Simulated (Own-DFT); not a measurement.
## Calculated data, Si₃N₄ (beta silicon nitride, strained, atoms displaced)

All values are calculated (Own-DFT development build). A calculation, not a measurement: plane-wave PBE density functional theory by an unreviewed code, no spin, of a simulated periodic cell, stress positive in tension, free energy of the whole cell less one offset for each atom, forces on such cells moved up to 12 meV/angstrom on a denser k mesh; offsets are fitted by least squares, one for each functional and potential file, so energies compare only between cells with the same atoms and settings and are not formation energies; the far tail of each file's local potential was reset to the Coulomb form; each entry is a single point on an unrelaxed cell, so the pressure reflects the starting lattice, mostly measured values (interpolated for alloys), from which strain is counted, and rises with the displacements; printed positions are rounded, which can move forces by about a meV/angstrom; the program, named Own-DFT, is a retired in-house code; no spin-orbit coupling; before rounding, a Quantum ESPRESSO 7.3.1 run of the same cell and cutoff gave forces within 1 meV/angstrom rms on each cell, which checks the program and not the settings.

Common to all runs: functional PBE; potential files PseudoDojo norm-conserving, scalar-relativistic, standard set; wave cutoff 42 hartree; occupations Fermi-Dirac; smearing width 0.1 eV; k mesh 2 x 2 x 4 centred on Gamma.

(1) Si₃N₄ (beta silicon nitride, strained, atoms displaced)

```
Si3N4
1.0
     15.2140     0.1040     0.2812
     -7.5169    12.9766    -0.2546
      0.1076    -0.0503     5.7093
Si N Si N Si N Si N Si N Si N Si N Si N
6 8 6 8 6 8 6 8 6 8 6 8 6 8 6 8
Direct
  0.09170 0.38761 0.11213
  0.11604 0.20373 0.12099
  0.29369 0.41402 0.14049
  0.42324 0.11627 0.37185
  0.38398 0.29947 0.38738
  0.20499 0.08769 0.37579
  0.16313 0.01487 0.12154
  0.48142 0.15402 0.10527
  0.34879 0.33864 0.11664
  0.33402 0.48433 0.38237
  0.01407 0.34601 0.36884
  0.15286 0.16923 0.37992
  0.16568 0.33518 0.13034
  0.33008 0.16442 0.37601
  0.08137 0.38743 0.62285
  0.11310 0.20587 0.61559
  0.30168 0.41933 0.62418
  0.41179 0.11775 0.89216
  0.38975 0.30148 0.86544
  0.19710 0.08300 0.88035
  0.16698 0.01622 0.61792
  0.48361 0.14872 0.61860
  0.35125 0.32910 0.63555
  0.34307 0.48886 0.87275
  0.01742 0.34943 0.86779
  0.15177 0.16371 0.87724
  0.16690 0.33669 0.63407
  0.33690 0.17565 0.87392
  0.07775 0.88750 0.13038
  0.11835 0.70456 0.12932
  0.29884 0.91482 0.13902
  0.41438 0.61917 0.37189
  0.38762 0.80327 0.37311
  0.19943 0.58939 0.38517
  0.17251 0.51722 0.11873
  0.48239 0.64787 0.14065
  0.36372 0.84203 0.13658
  0.33533 0.97985 0.37195
  0.01132 0.84926 0.37252
  0.15334 0.67043 0.37556
  0.17020 0.83380 0.12421
  0.32691 0.67070 0.37468
  0.08711 0.88793 0.60415
  0.11268 0.70348 0.62360
  0.29942 0.91600 0.62136
  0.41702 0.61240 0.88859
  0.38785 0.79550 0.87443
  0.20174 0.58428 0.87587
  0.16279 0.51280 0.61088
  0.48802 0.65269 0.63051
  0.34690 0.83325 0.61603
  0.33625 0.98557 0.87602
  0.01651 0.84594 0.87383
  0.14184 0.66180 0.87107
  0.16047 0.82850 0.62299
  0.33484 0.66574 0.86155
  0.59051 0.38174 0.12272
  0.61478 0.19898 0.12747
  0.79599 0.40772 0.12824
  0.90279 0.10959 0.37662
  0.88089 0.29710 0.37769
  0.69921 0.08523 0.38962
  0.66520 0.01952 0.12758
  0.98417 0.15483 0.12551
  0.84406 0.33350 0.12206
  0.83326 0.48755 0.38184
  0.51940 0.35079 0.37359
  0.64912 0.16626 0.36451
  0.66855 0.33830 0.12035
  0.82875 0.16369 0.38042
  0.59003 0.38444 0.63583
  0.61049 0.20128 0.62139
  0.79975 0.41438 0.62743
  0.91615 0.11354 0.88871
  0.88362 0.29697 0.87470
  0.70354 0.08840 0.86779
  0.66790 0.01200 0.61726
  0.97967 0.14159 0.62410
  0.85139 0.33294 0.61723
  0.82953 0.48354 0.86644
  0.51081 0.35269 0.88148
  0.65177 0.16351 0.86497
  0.66270 0.32332 0.62107
  0.83325 0.17045 0.86953
  0.58458 0.88219 0.13971
  0.61382 0.70482 0.12307
  0.79971 0.90936 0.12295
  0.91751 0.61929 0.38472
  0.87947 0.79512 0.38109
  0.69566 0.58493 0.38175
  0.66856 0.51150 0.13112
  0.98287 0.65046 0.12270
  0.84358 0.83629 0.13147
  0.83862 0.98738 0.37374
  0.50902 0.84940 0.36327
  0.65174 0.66183 0.36432
  0.66547 0.83244 0.12744
  0.83151 0.66635 0.37403
  0.58547 0.88504 0.63498
  0.61241 0.70086 0.63243
  0.79745 0.91571 0.63220
  0.91779 0.61843 0.86732
  0.88376 0.79316 0.86768
  0.70531 0.58642 0.86535
  0.66631 0.51647 0.61922
  0.97775 0.64925 0.62429
  0.85102 0.82957 0.64328
  0.83985 0.98771 0.87354
  0.51139 0.85715 0.89022
  0.65083 0.66243 0.86994
  0.66317 0.83435 0.61471
  0.83180 0.66249 0.86702
```

- free energy of cell above offsets: -4.325 eV
- pressure: 17.15 GPa
- stress xx: -10.24 GPa
- stress yy: -17 GPa
- stress zz: -24.21 GPa
- stress yz: -2.4 GPa
- stress xz: 4.54 GPa
- stress xy: 2.48 GPa

Force:
| element | x (eV/Å) | y (eV/Å) | z (eV/Å) |
| --- | --- | --- | --- |
| Si | -1.436 | -1.1 | 1.42 |
| Si | -0.002 | 0.037 | 1.559 |
| Si | 1.184 | -1.239 | -3.363 |
| Si | -5.452 | -0.838 | -0.369 |
| Si | 2.093 | -1.327 | -5.059 |
| Si | -0.625 | 1.646 | -0.617 |
| N | -0.192 | -0.755 | 1.415 |
| N | 5.746 | 1.911 | 5.79 |
| N | 0.713 | -0.207 | 2.642 |
| N | 0.201 | 3.294 | -0.289 |
| N | -1.263 | 0.504 | -0.729 |
| N | 0.49 | -0.868 | -2.628 |
| N | 0.918 | -0.257 | -0.213 |
| N | 2.96 | 0.612 | -0.251 |
| Si | 3.003 | -1.615 | -2.705 |
| Si | -0.186 | -0.388 | 2.859 |
| Si | -0.343 | -4.125 | 2.101 |
| Si | -4.558 | -1.379 | -6.894 |
| Si | -2.257 | -1.033 | 3.766 |
| Si | 2.735 | 3.006 | -1.779 |
| N | -0.268 | -1.015 | 0.579 |
| N | 0.628 | -0.149 | 2.101 |
| N | -4.803 | 3.844 | -1.305 |
| N | -0.727 | -2.332 | 2.001 |
| N | -2.76 | -0.554 | 2.375 |
| N | -2.325 | 0.823 | -1.765 |
| N | 0.014 | 0.833 | -0.257 |
| N | 0.179 | -4.885 | 0.41 |
| Si | 4.687 | -0.91 | -3.056 |
| Si | -1.93 | 0.528 | -0.473 |
| Si | 0.367 | -3.803 | -5.473 |
| Si | -4.228 | -0.825 | 5.154 |
| Si | -1.334 | -3.071 | 0.558 |
| Si | 1.725 | 0.699 | -2.595 |
| N | -0.724 | -0.614 | 1.438 |
| N | 2.951 | 1.75 | -3.556 |
| N | -3.871 | 1.017 | -3.529 |
| N | 0.312 | 5.407 | 2.985 |
| N | -1.882 | -0.447 | 0.962 |
| N | -0.674 | -1.131 | -0.53 |
| N | -1.93 | 1.126 | 0.368 |
| N | 3.351 | -1.211 | -0.07 |
| Si | 1.447 | -1.507 | 3.238 |
| Si | -0.348 | -0.703 | 1.092 |
| Si | -1.235 | -2.648 | 1.79 |
| Si | -2.431 | 2.315 | -1.819 |
| Si | -3.629 | -0.08 | -0.488 |
| Si | 0.085 | 2.522 | -1.982 |
| N | -0.167 | 1.005 | 2.333 |
| N | -1.494 | -0.777 | -0.53 |
| N | 0.031 | 0.688 | 3.688 |
| N | -0.176 | 0.454 | 1.059 |
| N | -1.945 | 0.197 | -0.85 |
| N | 2.242 | -1.422 | -0.542 |
| N | 0.371 | 3.667 | -0.331 |
| N | 0.338 | -0.964 | 0.704 |
| Si | -3.387 | 1.492 | 0.175 |
| Si | -1.026 | 2.222 | -2.849 |
| Si | -3.083 | 4.538 | -0.441 |
| Si | 2.27 | 4.811 | 0.602 |
| Si | 3.077 | -1.582 | -3.788 |
| Si | 0.579 | 1.713 | -3.85 |
| N | 0.237 | -2.139 | -0.584 |
| N | 1.042 | -0.153 | 1.851 |
| N | 3.142 | -1.586 | 1.184 |
| N | 0.739 | -1.072 | -0.754 |
| N | -1.496 | -0.832 | 1.619 |
| N | 0.561 | -1.178 | 1.871 |
| N | 2.425 | -4.348 | 0.034 |
| N | -0.84 | 0.846 | -0.204 |
| Si | -0.752 | -0.763 | -2.029 |
| Si | 1.577 | -2.361 | 0.877 |
| Si | -1.18 | -2.071 | -1.903 |
| Si | -2.274 | 2.39 | -2.511 |
| Si | 0.824 | 0.548 | -0.987 |
| Si | 1.612 | -0.263 | 1.812 |
| N | -0.475 | -0.292 | 2.028 |
| N | 0.848 | 1.107 | -0.376 |
| N | -2.223 | 1.83 | 3.945 |
| N | 1.061 | 1.194 | 3.213 |
| N | 4.813 | 1.79 | -0.171 |
| N | -2.18 | 0.664 | -0.188 |
| N | -0.054 | 5.756 | 0.471 |
| N | 1.537 | -2.552 | 0.507 |
| Si | 1.213 | 2.893 | -3.48 |
| Si | 2.096 | -1.834 | 0.866 |
| Si | -5.52 | 3.792 | 0.003 |
| Si | -4.195 | -1.633 | -3.878 |
| Si | 0.183 | -1.005 | -1.409 |
| Si | 4.635 | -0.387 | -2.836 |
| N | -0.619 | 1.349 | -2.202 |
| N | 1.872 | 0.616 | 0.49 |
| N | 6.493 | -4.228 | -0.038 |
| N | -0.5 | -4.912 | 0.381 |
| N | 3.103 | 0.73 | 5.158 |
| N | -4.624 | 3.054 | 0.823 |
| N | -0.175 | 1.297 | -0.359 |
| N | 0.032 | -0.326 | 0.041 |
| Si | -1.297 | -1.303 | -1.159 |
| Si | 2.26 | 0.81 | -1.839 |
| Si | 0.229 | -1.758 | -1.73 |
| Si | -3.291 | -2.533 | 4.328 |
| Si | 1.636 | -0.787 | 3.9 |
| Si | 0.407 | -0.961 | 3.225 |
| N | -0.075 | -2.461 | 1.322 |
| N | 5.398 | 2.515 | -0.792 |
| N | -4.321 | 3.112 | -2.922 |
| N | -0.697 | -2.132 | 2.022 |
| N | 3.746 | 0.793 | -1.589 |
| N | -1.627 | 0.897 | 0.449 |
| N | 2.087 | -0.316 | 0.865 |
| N | 0.603 | 1.303 | 0.464 |

(2) Si₃N₄ (beta silicon nitride, strained, atoms displaced)

```
Si3N4
1.0
     15.2189    -0.0496    -0.0202
     -7.6524    12.9495    -0.0753
     -0.0077    -0.0377     5.8661
Si N Si N Si N Si N Si N Si N Si N Si N
6 8 6 8 6 8 6 8 6 8 6 8 6 8 6 8
Direct
  0.08012 0.38108 0.11877
  0.11660 0.20038 0.15041
  0.30151 0.41086 0.13548
  0.41019 0.11472 0.36687
  0.38003 0.29263 0.37722
  0.20550 0.08910 0.38839
  0.16815 0.01424 0.12877
  0.48696 0.15605 0.11021
  0.33919 0.32632 0.11666
  0.33508 0.48562 0.38403
  0.02200 0.35143 0.37388
  0.14979 0.17019 0.36546
  0.16795 0.33481 0.12976
  0.33472 0.16765 0.35471
  0.07897 0.38039 0.64053
  0.12031 0.20551 0.60536
  0.30446 0.41477 0.62632
  0.41829 0.11823 0.87444
  0.37979 0.29556 0.86736
  0.19812 0.08708 0.87802
  0.17119 0.02000 0.62286
  0.48364 0.14588 0.61103
  0.35238 0.33414 0.62967
  0.33427 0.48250 0.86824
  0.01772 0.34827 0.87518
  0.14394 0.16288 0.87016
  0.16401 0.33586 0.62694
  0.33564 0.16675 0.86772
  0.09185 0.88639 0.12947
  0.12031 0.70831 0.13119
  0.29613 0.90030 0.12227
  0.41568 0.61853 0.37408
  0.38579 0.80438 0.37689
  0.20103 0.59205 0.38309
  0.17089 0.51458 0.11901
  0.47975 0.64910 0.12524
  0.35256 0.83017 0.12464
  0.33226 0.97886 0.37951
  0.01548 0.85066 0.36059
  0.14982 0.66514 0.38712
  0.16363 0.83236 0.11590
  0.33936 0.66441 0.38335
  0.08661 0.88103 0.61518
  0.10781 0.69584 0.63108
  0.29906 0.91574 0.61924
  0.40864 0.60854 0.87257
  0.38375 0.79678 0.87386
  0.20334 0.58858 0.88025
  0.16280 0.51369 0.64478
  0.49120 0.65452 0.62468
  0.34830 0.83637 0.63214
  0.32776 0.98210 0.87669
  0.00741 0.84201 0.87649
  0.14535 0.66191 0.87707
  0.17021 0.83946 0.61280
  0.33460 0.66790 0.87009
  0.58788 0.38739 0.11663
  0.62174 0.20195 0.13110
  0.79351 0.40847 0.13721
  0.91815 0.11223 0.39338
  0.88573 0.29369 0.37768
  0.70452 0.08800 0.38393
  0.66242 0.01661 0.12725
  0.98312 0.15196 0.11289
  0.85169 0.33551 0.12602
  0.82871 0.48593 0.37463
  0.51306 0.34849 0.39485
  0.65159 0.17069 0.37219
  0.66872 0.33101 0.11944
  0.83172 0.17150 0.37985
  0.58627 0.39308 0.62407
  0.61729 0.19988 0.63349
  0.79586 0.41121 0.63385
  0.91237 0.12199 0.88616
  0.88467 0.29846 0.88729
  0.70793 0.08500 0.88384
  0.66282 0.01242 0.63276
  0.99191 0.15637 0.61279
  0.85438 0.33531 0.61293
  0.83880 0.48862 0.86545
  0.51302 0.34831 0.88607
  0.65314 0.17131 0.88019
  0.66043 0.32957 0.60857
  0.83275 0.16906 0.86406
  0.57606 0.87173 0.11240
  0.61392 0.70189 0.12125
  0.79512 0.91345 0.12805
  0.91031 0.61234 0.38474
  0.87803 0.79388 0.36820
  0.70078 0.58592 0.37288
  0.66597 0.51485 0.13321
  0.97858 0.64928 0.12928
  0.85002 0.83781 0.12626
  0.83448 0.99386 0.36956
  0.51871 0.85124 0.38354
  0.65416 0.66589 0.37341
  0.66357 0.82931 0.11905
  0.83510 0.66224 0.37426
  0.59039 0.88423 0.61827
  0.61658 0.69955 0.61747
  0.79966 0.91221 0.62611
  0.91426 0.61373 0.86977
  0.88513 0.79772 0.86777
  0.69872 0.58608 0.87908
  0.66358 0.51681 0.62294
  0.98504 0.64853 0.62344
  0.84651 0.83264 0.62805
  0.83462 0.98297 0.86810
  0.51556 0.84993 0.88485
  0.64608 0.66033 0.87117
  0.65880 0.82506 0.64229
  0.83257 0.66170 0.88185
```

- free energy of cell above offsets: -6.235 eV
- pressure: 10.85 GPa
- stress xx: -8.72 GPa
- stress yy: -16.63 GPa
- stress zz: -7.18 GPa
- stress yz: -3.35 GPa
- stress xz: -2.52 GPa
- stress xy: 0.25 GPa

Force:
| element | x (eV/Å) | y (eV/Å) | z (eV/Å) |
| --- | --- | --- | --- |
| Si | 5.046 | 1.681 | 2.492 |
| Si | -4.726 | 4.03 | -10.65 |
| Si | -4.032 | 1.081 | -1.109 |
| Si | 1.947 | -0.092 | -0.791 |
| Si | 1.117 | 2.725 | -1.185 |
| Si | -0.219 | -0.303 | -3.046 |
| N | -0.624 | 2.114 | 0.202 |
| N | 1.316 | -0.434 | 3.283 |
| N | 2.581 | -0.561 | 1.551 |
| N | 1.26 | -0.155 | -1.003 |
| N | -3.235 | -1.192 | 0.499 |
| N | 6.068 | -4.136 | 5.196 |
| N | -0.336 | -0.717 | 0.037 |
| N | -0.854 | -1.751 | 0.799 |
| Si | 4.253 | 2.165 | -4.374 |
| Si | -1.446 | 2.014 | 5.162 |
| Si | -3.577 | -1.531 | -0.73 |
| Si | -1.943 | -1.274 | -2.284 |
| Si | 2.171 | -0.91 | 2.437 |
| Si | 1.8 | 0.837 | 0.378 |
| N | -0.967 | -2.214 | 0.935 |
| N | 0.245 | -0.26 | 1.456 |
| N | -1.278 | 0.266 | -2.146 |
| N | 0.7 | -1.018 | 2.557 |
| N | -4.36 | -2.247 | 1.609 |
| N | 0.65 | -0.346 | 0.587 |
| N | 2.556 | -0.102 | -0.079 |
| N | -1.184 | -0.805 | -0.087 |
| Si | -2.653 | -1.312 | -1.816 |
| Si | -2.38 | -4.388 | -0.215 |
| Si | -2.593 | 4.604 | -0.526 |
| Si | 1.081 | -0.988 | 1.483 |
| Si | 2.726 | -2.98 | 2.269 |
| Si | 4.255 | -3.64 | 0.044 |
| N | -1.289 | 0.833 | 1.929 |
| N | 2.105 | 0.564 | -0.797 |
| N | -1.075 | 0.417 | 0.089 |
| N | 0.516 | 1.503 | -3.589 |
| N | -1.12 | -0.397 | 2.11 |
| N | -1.563 | 1.389 | -1.401 |
| N | 2.296 | 0.75 | 0.187 |
| N | -5.129 | 2.653 | -0.115 |
| Si | -1.35 | 0.7 | 0.918 |
| Si | 2.455 | 3.354 | 0.169 |
| Si | -0.645 | -0.355 | 2.702 |
| Si | 0.224 | 3.47 | -0.832 |
| Si | 1.41 | -0.395 | -1.291 |
| Si | 0.417 | -0.437 | 0.322 |
| N | -0.633 | 0.672 | -2.769 |
| N | -2.397 | -2.077 | 0.203 |
| N | 1.145 | -0.351 | -0.802 |
| N | 1.338 | 0.087 | 0.978 |
| N | 4.507 | 2.933 | -1.009 |
| N | -0.129 | 0.866 | 0.964 |
| N | -0.506 | -3.589 | 0.426 |
| N | 0.217 | -0.794 | 0.136 |
| Si | 0.985 | -3.216 | 3.058 |
| Si | -3.356 | 0.45 | -1.412 |
| Si | 1.009 | 2.332 | -1.734 |
| Si | -2.681 | 5.176 | -4.456 |
| Si | 0.282 | 4.207 | -0.896 |
| Si | -1.315 | -0.238 | -0.915 |
| N | 0.536 | -1.643 | 0.661 |
| N | 1.586 | 0.186 | 4.598 |
| N | 0.173 | 0.319 | 1.038 |
| N | 0.616 | -2.34 | 1.326 |
| N | -1.213 | 0.132 | -4.093 |
| N | 2.498 | -2.387 | 2.631 |
| N | -2.584 | 1.063 | -0.088 |
| N | 3.109 | -4.675 | 0.042 |
| Si | 1.719 | -4.801 | 1.868 |
| Si | -2.193 | 1.12 | -1.708 |
| Si | -0.71 | -1.078 | -2.326 |
| Si | 1.219 | -1.735 | -3.471 |
| Si | -0.457 | 1.149 | -3.062 |
| Si | -3.248 | 0.047 | -0.256 |
| N | 0.415 | 2.143 | -0.465 |
| N | -0.994 | -0.826 | 3.533 |
| N | -1.055 | 1.074 | 3.108 |
| N | -0.231 | -3.868 | 2.168 |
| N | -0.577 | 0.927 | -2.177 |
| N | 2.814 | -2.314 | -0.583 |
| N | 0.636 | 2.086 | 1.266 |
| N | 1.283 | -0.137 | 0.531 |
| Si | 3.516 | 3.588 | 5.501 |
| Si | 0.118 | -1.835 | -0.035 |
| Si | -0.19 | 0.272 | -1.26 |
| Si | 0.889 | 1.044 | -2.514 |
| Si | 2.069 | -0.105 | 0.341 |
| Si | 2.183 | 0.532 | 1.158 |
| N | -0.442 | 0.557 | -1.838 |
| N | 3.023 | 0.796 | 0.328 |
| N | -0.079 | -0.284 | -0.59 |
| N | -0.37 | -6.79 | 1.117 |
| N | -1.936 | -0.541 | -2.322 |
| N | -1.258 | 0.624 | -1.184 |
| N | -0.177 | 1.802 | 0.623 |
| N | -3.221 | 1.647 | 0.488 |
| Si | -0.577 | -1.54 | 2.376 |
| Si | 0.141 | -0.602 | 1.192 |
| Si | -2.758 | -0.185 | -0.771 |
| Si | -0.846 | 2.193 | 1.995 |
| Si | -1.682 | -2.267 | 1.793 |
| Si | 2.337 | 0.198 | -0.034 |
| N | 0.071 | 2.33 | 0.532 |
| N | -1.561 | -0.534 | 0.366 |
| N | 0.904 | -0.294 | -1.713 |
| N | -0.285 | 1.777 | 1.558 |
| N | -2.793 | -0.894 | -5.693 |
| N | -0.601 | 0.467 | 0.733 |
| N | 2.809 | 3.607 | -1.144 |
| N | -1.711 | 1.322 | -0.651 |
